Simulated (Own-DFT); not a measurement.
## Calculated data, AlN (wurtzite, atoms displaced)

A calculation, not a measurement: plane-wave PBE density functional theory by an unreviewed code, no spin, of a simulated periodic cell, stress positive in tension, free energy of the whole cell less one offset for each atom, forces on such cells passed a denser k mesh, this cell's mesh not checked; offsets are fitted by least squares, one for each functional and potential file, so energies compare only between cells with the same atoms and settings and are not formation energies; the far tail of each file's local potential was reset to the Coulomb form; each entry is a single point on an unrelaxed cell, so the pressure reflects the starting lattice, mostly measured values (interpolated for alloys), from which strain is counted, and rises with the displacements; printed positions are rounded, which can move forces by about a meV/angstrom; the program, named Own-DFT, is a retired in-house code; no spin-orbit coupling. Program: Own-DFT development build.

Settings shared by all entries: functional PBE; potential files PseudoDojo norm-conserving, scalar-relativistic, standard set; wave cutoff 42 hartree; occupations Fermi-Dirac; smearing width 0.1 eV; hardware one NVIDIA H100; k mesh 2 x 2 x 2 centred on Gamma.

(1) AlN (wurtzite, atoms displaced)

```cif
# cell vector a (Å): 12.4480 0.0000 0.0000
# cell vector b (Å): -6.2240 10.7803 0.0000
# cell vector c (Å): 0.0000 0.0000 9.9640
data_AlN
_symmetry_space_group_name_H-M 'P 1'
_symmetry_Int_Tables_number 1
_cell_length_a 12.4480
_cell_length_b 12.4480
_cell_length_c 9.9640
_cell_angle_alpha 90.000
_cell_angle_beta 90.000
_cell_angle_gamma 120.000
_cell_volume 1337.10
loop_
_atom_site_label
_atom_site_type_symbol
_atom_site_fract_x
_atom_site_fract_y
_atom_site_fract_z
_atom_site_occupancy
Al1 Al 0.07726 0.15777 0.99119 1
Al2 Al 0.16288 0.07889 0.24939 1
N1 N 0.07592 0.16814 0.21240 1
N2 N 0.16831 0.09669 0.45392 1
Al3 Al 0.07828 0.16524 0.49912 1
Al4 Al 0.19050 0.09691 0.72401 1
N3 N 0.08984 0.15722 0.69824 1
N4 N 0.17493 0.09071 0.93822 1
Al5 Al 0.08697 0.42382 0.99103 1
Al6 Al 0.16321 0.33879 0.25904 1
N5 N 0.09794 0.42128 0.20744 1
N6 N 0.17419 0.32638 0.43777 1
Al7 Al 0.07838 0.41501 0.50446 1
Al8 Al 0.16974 0.33962 0.73638 1
N7 N 0.08623 0.41511 0.68230 1
N8 N 0.17684 0.31865 0.94391 1
Al9 Al 0.08506 0.66645 0.99638 1
Al10 Al 0.18300 0.59811 0.24417 1
N9 N 0.08681 0.66945 0.19948 1
N10 N 0.16525 0.59989 0.43800 1
Al11 Al 0.07014 0.66403 0.50874 1
Al12 Al 0.16714 0.58538 0.76215 1
N11 N 0.09707 0.68233 0.68833 1
N12 N 0.16873 0.59090 0.93755 1
Al13 Al 0.08517 0.90778 0.99958 1
Al14 Al 0.16178 0.82961 0.24692 1
N13 N 0.08009 0.91572 0.20195 1
N14 N 0.16754 0.83316 0.43717 1
Al15 Al 0.06906 0.90716 0.50643 1
Al16 Al 0.16300 0.83804 0.74290 1
N15 N 0.08453 0.91988 0.67832 1
N16 N 0.15350 0.80548 0.93491 1
Al17 Al 0.32558 0.15719 0.01085 1
Al18 Al 0.40889 0.10067 0.25331 1
N17 N 0.32563 0.16077 0.18846 1
N18 N 0.41393 0.07472 0.43777 1
Al19 Al 0.33136 0.17459 0.49496 1
Al20 Al 0.40883 0.08624 0.74339 1
N19 N 0.33777 0.16876 0.69465 1
N20 N 0.40861 0.08513 0.95617 1
Al21 Al 0.31925 0.41971 0.00872 1
Al22 Al 0.40084 0.32112 0.25058 1
N21 N 0.32760 0.42122 0.18550 1
N22 N 0.41833 0.34129 0.44952 1
Al23 Al 0.32103 0.41413 0.47588 1
Al24 Al 0.40978 0.33379 0.73449 1
N23 N 0.32762 0.41640 0.70582 1
N24 N 0.41600 0.32163 0.93815 1
Al25 Al 0.33279 0.67738 0.99429 1
Al26 Al 0.42581 0.58441 0.24602 1
N25 N 0.31961 0.65403 0.18968 1
N26 N 0.41430 0.57942 0.47327 1
Al27 Al 0.32832 0.64348 0.50462 1
Al28 Al 0.41225 0.57535 0.73999 1
N27 N 0.32516 0.66089 0.69601 1
N28 N 0.41460 0.58061 0.92183 1
Al29 Al 0.35356 0.92643 0.98548 1
Al30 Al 0.41070 0.83136 0.23491 1
N29 N 0.34406 0.93226 0.20267 1
N30 N 0.41247 0.82194 0.43704 1
Al31 Al 0.30347 0.91372 0.49228 1
Al32 Al 0.41424 0.83405 0.74371 1
N31 N 0.33072 0.91204 0.71290 1
N32 N 0.40788 0.83461 0.92707 1
Al33 Al 0.59375 0.16365 0.00848 1
Al34 Al 0.65408 0.07913 0.26286 1
N33 N 0.56785 0.15424 0.21227 1
N34 N 0.66511 0.08670 0.45107 1
Al35 Al 0.58651 0.15841 0.48641 1
Al36 Al 0.68004 0.09066 0.74869 1
N35 N 0.56831 0.15003 0.69336 1
N36 N 0.66442 0.08806 0.94060 1
Al37 Al 0.56514 0.41464 0.00824 1
Al38 Al 0.67671 0.34658 0.25476 1
N37 N 0.60011 0.41448 0.19614 1
N38 N 0.66945 0.33919 0.44344 1
Al39 Al 0.58458 0.42509 0.51639 1
Al40 Al 0.67176 0.34335 0.76465 1
N39 N 0.57664 0.41286 0.69297 1
N40 N 0.65743 0.34898 0.93687 1
Al41 Al 0.56646 0.65350 0.98536 1
Al42 Al 0.67344 0.58998 0.24088 1
N41 N 0.58707 0.66494 0.19159 1
N42 N 0.67284 0.59638 0.46215 1
Al43 Al 0.59519 0.67716 0.51508 1
Al44 Al 0.66115 0.58684 0.74592 1
N43 N 0.59027 0.68104 0.68938 1
N44 N 0.67068 0.57601 0.93309 1
Al45 Al 0.56517 0.89780 0.00138 1
Al46 Al 0.67499 0.84586 0.25996 1
N45 N 0.57008 0.89737 0.18768 1
N46 N 0.67148 0.84556 0.45042 1
Al47 Al 0.59679 0.91470 0.49921 1
Al48 Al 0.66543 0.82808 0.74788 1
N47 N 0.58176 0.89669 0.69269 1
N48 N 0.66425 0.82963 0.95032 1
Al49 Al 0.85011 0.17957 0.00697 1
Al50 Al 0.91839 0.08589 0.24238 1
N49 N 0.82187 0.15659 0.19700 1
N50 N 0.91231 0.08452 0.43912 1
Al51 Al 0.82785 0.16044 0.48408 1
Al52 Al 0.91038 0.08513 0.75147 1
N51 N 0.85432 0.17515 0.69736 1
N52 N 0.92135 0.07449 0.94820 1
Al53 Al 0.82218 0.41119 0.01084 1
Al54 Al 0.91804 0.33864 0.24865 1
N53 N 0.82605 0.40736 0.19403 1
N54 N 0.93258 0.34626 0.44592 1
Al55 Al 0.83513 0.42964 0.50858 1
Al56 Al 0.90702 0.31753 0.75944 1
N55 N 0.83618 0.41443 0.69983 1
N56 N 0.91594 0.34308 0.94850 1
Al57 Al 0.84362 0.68365 0.99097 1
Al58 Al 0.92586 0.58184 0.24793 1
N57 N 0.82590 0.66405 0.19899 1
N58 N 0.91133 0.56954 0.42923 1
Al59 Al 0.83161 0.65769 0.49249 1
Al60 Al 0.91303 0.58344 0.74997 1
N59 N 0.83980 0.66304 0.70196 1
N60 N 0.90725 0.57852 0.93218 1
Al61 Al 0.84059 0.91283 0.00592 1
Al62 Al 0.90757 0.83316 0.25931 1
N61 N 0.82378 0.91054 0.19855 1
N62 N 0.92050 0.83404 0.43329 1
Al63 Al 0.85038 0.91979 0.52105 1
Al64 Al 0.91845 0.83544 0.74978 1
N63 N 0.82014 0.90871 0.69277 1
N64 N 0.90281 0.83342 0.94927 1
```

Results for AlN (wurtzite, atoms displaced): free energy of cell above offsets -23.677 eV; pressure 11.89 GPa; stress xx -17.78 GPa; stress yy -10.46 GPa; stress zz -7.43 GPa; stress yz 0.11 GPa; stress xz -0.01 GPa; stress xy 0.22 GPa; wall time 402.4 s.

Force:
```csv
element,x (eV/Å),y (eV/Å),z (eV/Å)
Al,3.055,1.215,1.332
Al,-1.565,0.811,1.3
N,2.949,0.555,-2.654
N,1.222,-3.152,-1.79
Al,-0.756,0.442,0.853
Al,-6.112,-4.49,3.694
N,-3.72,1.787,-1.48
N,-1.058,-3.581,-0.283
Al,1.367,-1.009,1.77
Al,2.58,-2.639,-0.915
N,-5.358,1.752,-3.489
N,-5.405,-1.099,0.587
Al,2.923,3.141,-1.285
Al,-0.038,-3.008,2.274
N,-1.607,0.472,3.31
N,-5.684,0.87,-1.828
Al,-2.116,-5.227,2.514
Al,-7.435,-4.659,4.853
N,0.123,-0.971,-2.646
N,1.746,-2.788,0.31
Al,2.694,0.642,-1.661
Al,-0.416,0.167,-4.268
N,-1.784,-3.783,0.403
N,0.509,-1.881,2.15
Al,-0.025,1.363,0.102
Al,1.492,2.163,0.547
N,-0.562,-0.782,-1.748
N,-8.573,-4.396,-1.703
Al,3.05,2.008,-3.443
Al,1.265,-0.191,1.896
N,-0.61,0.163,3.524
N,-1.182,8.742,-1.292
Al,0.083,2.431,-2.732
Al,4.413,-4.376,1.331
N,-3.455,2.153,1.455
N,-2.175,2.098,1.098
Al,2.315,-0.845,0.83
Al,3.174,-1.715,2.394
N,2.674,3.269,-3.667
N,2.909,0.355,-2.104
Al,4.097,0.532,-2.612
Al,1.293,2.83,-0.027
N,1.568,-0.715,3.22
N,0.055,-0.548,-1.593
Al,5,2.097,3.799
Al,1.018,0.192,3.268
N,1.597,-0.776,-3.089
N,-2.742,0.649,0.516
Al,1.159,-2.224,-0.09
Al,-1.435,0.657,1.017
N,8.299,4.703,-4.25
N,4.866,-1.132,-3.733
Al,-6.234,5.996,0.727
Al,-0.59,2.713,-0.656
N,1.12,0.222,0.002
N,-2.445,-0.324,2.882
Al,-4.977,0.275,2.6
Al,-0.747,-0.358,4.227
N,-1.619,-2.376,-2.42
N,0.363,0.718,0.349
Al,10.62,3.409,2.965
Al,1.603,-1.29,-2.046
N,-2.561,2.137,-2.449
N,3.386,-1.609,1.354
Al,-5.066,1.956,0.716
Al,0.595,-1.293,-1.803
N,2.09,3.182,-1.986
N,4.067,-2.872,-1.472
Al,-5.991,3.092,3.077
Al,-2.583,-2.005,0.205
N,2.833,2.453,-0.907
N,3.794,-1.443,-0.525
Al,2.474,0.746,-0.47
Al,0.343,-4.461,2.695
N,-6.703,2.243,-1.356
N,0.025,-0.237,0.884
Al,0.751,-0.716,-3.038
Al,-1.036,-1.911,-2.949
N,0.426,1.284,0.822
N,3.25,-2.651,3.551
Al,3.745,2.219,1.463
Al,-2.148,-2.954,1.651
N,-1.11,0.442,-0.278
N,-0.371,-2.05,-2.002
Al,-2.068,0.29,-2.764
Al,1.449,-0.863,0.742
N,0.077,-5.131,1.542
N,-2.226,1.602,1.02
Al,2.661,2.345,-0.79
Al,-2.385,-2.976,-0.06
N,0.76,2.469,0.217
N,6.351,-3.183,-2.37
Al,-7.989,0.885,2.428
Al,-0.674,1.667,3.999
N,-2.353,3.962,-0.627
N,0.116,-0.273,-1.255
Al,-1.616,-2.907,0.268
Al,-1.88,-2.007,1.688
N,0.113,1.732,-0.106
N,1.493,-1.257,0.649
Al,1.066,3.172,1.324
Al,5.318,-2.785,1.467
N,-4.152,-2.742,-2.814
N,-3.369,0.87,-1.1
Al,-1.656,1.823,-2.141
Al,1.788,-0.721,1.528
N,2.586,2.266,-0.778
N,-4.941,-3.787,-1.916
Al,0.953,-5.315,0.769
Al,0.133,6.332,-0.173
N,-0.217,0.126,-0.782
N,1.568,-1.082,-0.245
Al,-0.619,-6.828,1.727
Al,-2.186,-0.252,-0.976
N,4.458,2.199,-1.451
N,-0.764,4.28,1.153
Al,0.976,1.55,0.943
Al,3.391,-0.884,1.078
N,-3.149,2.224,-2.742
N,1.487,0.704,2.983
Al,-6.874,1.682,2.125
Al,1.04,-0.434,-2.778
N,2.788,2.39,-1.376
N,-1.42,-1.195,3.427
Al,-2.605,0.295,-4.253
Al,-0.318,-0.244,0.723
N,3.514,2.035,1.731
N,6.394,1.16,-3.815
```

(2) AlN (wurtzite, atoms displaced)

```cif
# cell vector a (Å): 12.4480 0.0000 0.0000
# cell vector b (Å): -6.2240 10.7803 0.0000
# cell vector c (Å): 0.0000 0.0000 9.9640
data_AlN
_symmetry_space_group_name_H-M 'P 1'
_symmetry_Int_Tables_number 1
_cell_length_a 12.4480
_cell_length_b 12.4480
_cell_length_c 9.9640
_cell_angle_alpha 90.000
_cell_angle_beta 90.000
_cell_angle_gamma 120.000
_cell_volume 1337.10
loop_
_atom_site_label
_atom_site_type_symbol
_atom_site_fract_x
_atom_site_fract_y
_atom_site_fract_z
_atom_site_occupancy
Al1 Al 0.07926 0.18019 0.99435 1
Al2 Al 0.17255 0.10073 0.25308 1
N1 N 0.07863 0.15772 0.19481 1
N2 N 0.15836 0.07413 0.42885 1
Al3 Al 0.09194 0.16728 0.50149 1
Al4 Al 0.15974 0.07436 0.76018 1
N3 N 0.08515 0.17622 0.70023 1
N4 N 0.14751 0.07011 0.94365 1
Al5 Al 0.07217 0.39903 0.00124 1
Al6 Al 0.17598 0.32186 0.25112 1
N5 N 0.07113 0.39713 0.18657 1
N6 N 0.17982 0.34480 0.41865 1
Al7 Al 0.09046 0.41872 0.50263 1
Al8 Al 0.17355 0.33234 0.75565 1
N7 N 0.08814 0.40953 0.69322 1
N8 N 0.15080 0.32958 0.93961 1
Al9 Al 0.07594 0.66879 0.99959 1
Al10 Al 0.16410 0.57474 0.25950 1
N9 N 0.06728 0.65049 0.18699 1
N10 N 0.15779 0.57820 0.43971 1
Al11 Al 0.07938 0.68750 0.51671 1
Al12 Al 0.15483 0.58042 0.74549 1
N11 N 0.09630 0.67091 0.67390 1
N12 N 0.16382 0.58779 0.94386 1
Al13 Al 0.06965 0.91118 0.99337 1
Al14 Al 0.16028 0.82680 0.25724 1
N13 N 0.08310 0.92167 0.18597 1
N14 N 0.18481 0.83983 0.42870 1
Al15 Al 0.08112 0.91224 0.50280 1
Al16 Al 0.16427 0.83912 0.74077 1
N15 N 0.09654 0.92365 0.70216 1
N16 N 0.17326 0.83284 0.93498 1
Al17 Al 0.33685 0.16916 0.00430 1
Al18 Al 0.41960 0.08570 0.24944 1
N17 N 0.34442 0.18222 0.19691 1
N18 N 0.42378 0.08105 0.42392 1
Al19 Al 0.33987 0.16956 0.48860 1
Al20 Al 0.42138 0.07659 0.74463 1
N19 N 0.31530 0.14547 0.69809 1
N20 N 0.42864 0.08540 0.93138 1
Al21 Al 0.31792 0.41827 0.99033 1
Al22 Al 0.41609 0.33699 0.24421 1
N21 N 0.32495 0.40672 0.18354 1
N22 N 0.42259 0.33798 0.44046 1
Al23 Al 0.32643 0.41824 0.48215 1
Al24 Al 0.42038 0.32719 0.74167 1
N23 N 0.32647 0.40973 0.70580 1
N24 N 0.41728 0.32494 0.95639 1
Al25 Al 0.31969 0.65199 0.98848 1
Al26 Al 0.42091 0.58561 0.23974 1
N25 N 0.34093 0.67019 0.20320 1
N26 N 0.40984 0.58093 0.44827 1
Al27 Al 0.33114 0.66486 0.48229 1
Al28 Al 0.41563 0.57485 0.74859 1
N27 N 0.34629 0.68221 0.67824 1
N28 N 0.42552 0.59592 0.95175 1
Al29 Al 0.31637 0.90990 0.99705 1
Al30 Al 0.40042 0.82331 0.25547 1
N29 N 0.34388 0.91542 0.19886 1
N30 N 0.40466 0.81508 0.44113 1
Al31 Al 0.31897 0.89408 0.50265 1
Al32 Al 0.42608 0.85395 0.75353 1
N31 N 0.34564 0.92423 0.69236 1
N32 N 0.42379 0.84485 0.96217 1
Al33 Al 0.58454 0.16000 0.99854 1
Al34 Al 0.65452 0.07907 0.26212 1
N33 N 0.57733 0.17076 0.20298 1
N34 N 0.67022 0.07841 0.42487 1
Al35 Al 0.58679 0.15395 0.49373 1
Al36 Al 0.66053 0.09850 0.75478 1
N35 N 0.59235 0.17531 0.68943 1
N36 N 0.66670 0.09258 0.95087 1
Al37 Al 0.56381 0.41873 0.01095 1
Al38 Al 0.66701 0.33319 0.24802 1
N37 N 0.57887 0.41352 0.19027 1
N38 N 0.65639 0.32375 0.45681 1
Al39 Al 0.59297 0.43741 0.50810 1
Al40 Al 0.65656 0.32181 0.74588 1
N39 N 0.57732 0.41812 0.70357 1
N40 N 0.66678 0.32235 0.93615 1
Al41 Al 0.58792 0.66825 0.00102 1
Al42 Al 0.66546 0.59009 0.25041 1
N41 N 0.56152 0.65036 0.18277 1
N42 N 0.66366 0.58054 0.45943 1
Al43 Al 0.57694 0.67244 0.50234 1
Al44 Al 0.64657 0.56533 0.74462 1
N43 N 0.59157 0.68322 0.69209 1
N44 N 0.66865 0.58227 0.93820 1
Al45 Al 0.59104 0.93271 0.99714 1
Al46 Al 0.66755 0.85192 0.26085 1
N45 N 0.57615 0.91667 0.19075 1
N46 N 0.65999 0.82322 0.46073 1
Al47 Al 0.57821 0.91265 0.48738 1
Al48 Al 0.66865 0.83928 0.74161 1
N47 N 0.61079 0.93176 0.69765 1
N48 N 0.66356 0.82885 0.95913 1
Al49 Al 0.83581 0.15724 0.00287 1
Al50 Al 0.91890 0.08175 0.25334 1
N49 N 0.82706 0.15923 0.19404 1
N50 N 0.92420 0.08887 0.42950 1
Al51 Al 0.82256 0.15855 0.50435 1
Al52 Al 0.89392 0.06641 0.75751 1
N51 N 0.82702 0.16204 0.68601 1
N52 N 0.91226 0.06753 0.90957 1
Al53 Al 0.81855 0.40878 0.99516 1
Al54 Al 0.91913 0.33474 0.25176 1
N53 N 0.82583 0.41926 0.18756 1
N54 N 0.91837 0.33482 0.42458 1
Al55 Al 0.84060 0.41423 0.49149 1
Al56 Al 0.90531 0.32512 0.75048 1
N55 N 0.82219 0.39891 0.69453 1
N56 N 0.92860 0.33300 0.93351 1
Al57 Al 0.82920 0.66612 0.99151 1
Al58 Al 0.93167 0.59125 0.25178 1
N57 N 0.82770 0.66345 0.18571 1
N58 N 0.90934 0.57812 0.43339 1
Al59 Al 0.82815 0.67032 0.50195 1
Al60 Al 0.91381 0.58939 0.75934 1
N59 N 0.83478 0.67609 0.67773 1
N60 N 0.91294 0.56449 0.95304 1
Al61 Al 0.82730 0.89923 0.99620 1
Al62 Al 0.90034 0.82801 0.24589 1
N61 N 0.83537 0.92300 0.18047 1
N62 N 0.92129 0.83863 0.44581 1
Al63 Al 0.84059 0.91493 0.49984 1
Al64 Al 0.90720 0.83212 0.74250 1
N63 N 0.83012 0.90191 0.67298 1
N64 N 0.90405 0.82753 0.96874 1
```

The calculation gives: free energy of cell above offsets -23.239 eV; pressure 12.1 GPa; stress xx -11.62 GPa; stress yy -13.19 GPa; stress zz -11.49 GPa; stress yz 0.26 GPa; stress xz -1.71 GPa; stress xy -0.86 GPa; wall time 401.2 s.

Force:
```csv
element,x (eV/Å),y (eV/Å),z (eV/Å)
Al,1.317,-6.253,0.989
Al,2.424,-3.783,-2.153
N,-1.045,2.215,-2.429
N,1.318,1.102,3.006
Al,-1.443,0.483,0.637
Al,-1.638,3.685,0.297
N,0.493,-3.481,-2.009
N,1.03,3.039,0.363
Al,-0.949,4.797,1.93
Al,-4.219,0.135,-3.314
N,2.482,2.27,0.228
N,-2.859,-2.581,4.651
Al,-0.956,-1.035,-0.552
Al,-3.225,-0.673,-0.352
N,-1.809,1.185,-0.818
N,3.861,1.861,-1.087
Al,1.945,-0.937,0.579
Al,-0.09,-0.605,-2.464
N,6.82,4.93,-1.482
N,-0.105,1.29,1.055
Al,0.236,-3.461,-8.823
Al,4.007,-0.498,0.769
N,-2.743,0.919,7.35
N,-1.326,-1.935,-1.352
Al,2.043,0.347,2.454
Al,-0.109,1.238,-4.602
N,0.519,-1.322,1.005
N,-6.998,-2.733,2.511
Al,0.893,2.173,-0.888
Al,4.721,-1.735,2.65
N,-4.473,-2.732,-3.157
N,-5.716,-2.397,-1.799
Al,-0.068,-2.775,-0.145
Al,-1.34,-1.056,-1.471
N,-0.838,-4.098,-0.901
N,-0.892,-1.048,4.978
Al,0.198,-1.36,0.739
Al,-1.873,3.455,0.882
N,2.969,3.117,-1.863
N,-2.775,-1.188,1.214
Al,2.682,-0.022,1.134
Al,0.935,1.685,1.309
N,1.012,2.353,-0.856
N,-1.039,0.551,0.597
Al,3.717,0.262,2.497
Al,-3.325,-2.524,1.809
N,3.325,1.156,-1.575
N,-4.289,0.993,-3.822
Al,1.399,4.49,1.934
Al,-4.991,-3.533,2.611
N,-2.306,-3.323,-1.658
N,2.139,0.304,-1.78
Al,-1.198,-3.644,3.341
Al,-1.269,3.476,-0.081
N,-0.636,-1.436,1.81
N,-0.935,-3.5,-2.329
Al,6.137,3.221,2.683
Al,3.157,1.403,-0.887
N,-5.188,1.017,-1.974
N,0.616,5.855,-0.598
Al,5.978,5.007,1.442
Al,3.496,-3.94,1.66
N,-2.878,-2.259,-2.454
N,-1.148,-1.586,-3.091
Al,-3.167,2.77,2.81
Al,0.312,0.808,-7.676
N,2.474,-0.541,-2.254
N,-0.269,-1.036,6.748
Al,-2.4,1.998,0.075
Al,4.945,-2.666,1.288
N,-3.178,-4.06,-2.924
N,4.077,-0.975,-2.545
Al,4.887,1.332,-0.497
Al,-1.106,0.58,1.464
N,0.382,1.805,1.342
N,1.004,2.021,-1.256
Al,0.526,-9.01,0.357
Al,0.159,4.487,1.746
N,2.033,-3.836,-2.882
N,-2.786,0.097,-0.544
Al,-0.401,-0.315,-0.104
Al,-0.039,-1.941,-0.092
N,7.103,3.975,0.509
N,-1.206,6.458,-3.526
Al,0.289,-4.303,1.524
Al,0.448,7.752,2.223
N,-0.064,-5.001,0.114
N,-1.355,-0.803,-0.704
Al,0.102,-3.348,1.543
Al,0.813,-1.671,-1.599
N,0.099,0.328,1.556
N,0.799,4.988,-4.029
Al,-0.16,-0.32,2.005
Al,1.806,-1.407,2.536
N,-5.722,1.924,-1.575
N,-0.309,1.926,-2.741
Al,-0.81,0.998,-0.178
Al,-1.298,0.531,-1.702
N,0.289,0.221,-0.604
N,-0.598,-1.129,3.91
Al,2.584,1.548,-1.825
Al,0.21,1.84,-12
N,-0.418,-0.004,0.883
N,0.368,0.57,13.67
Al,2.605,-1.64,1.857
Al,-1.932,-1.442,-3.033
N,1.852,-0.104,0.357
N,0.83,-1.044,4.643
Al,-2.247,-0.582,1.139
Al,2.814,0.204,-0.015
N,-0.314,3.642,-1.236
N,-4.455,-2.855,-0.041
Al,0.928,-2.767,2.227
Al,-7.671,-4.533,1.09
N,0.064,0.42,1.008
N,0.106,2.488,2.267
Al,1.483,-0.719,-2.326
Al,0.401,-2.149,-1.252
N,1.121,-2.32,3.923
N,-1.771,5.002,-3.22
Al,-5.271,4.693,1.236
Al,2.811,1.254,-0.425
N,-1.183,-1.106,2.319
N,0.391,-2.078,-1.552
Al,-2.111,1.834,-2.143
Al,2.424,-0.118,1.685
N,-1.604,2.826,3.3
N,5.127,-2.06,-5.207
```
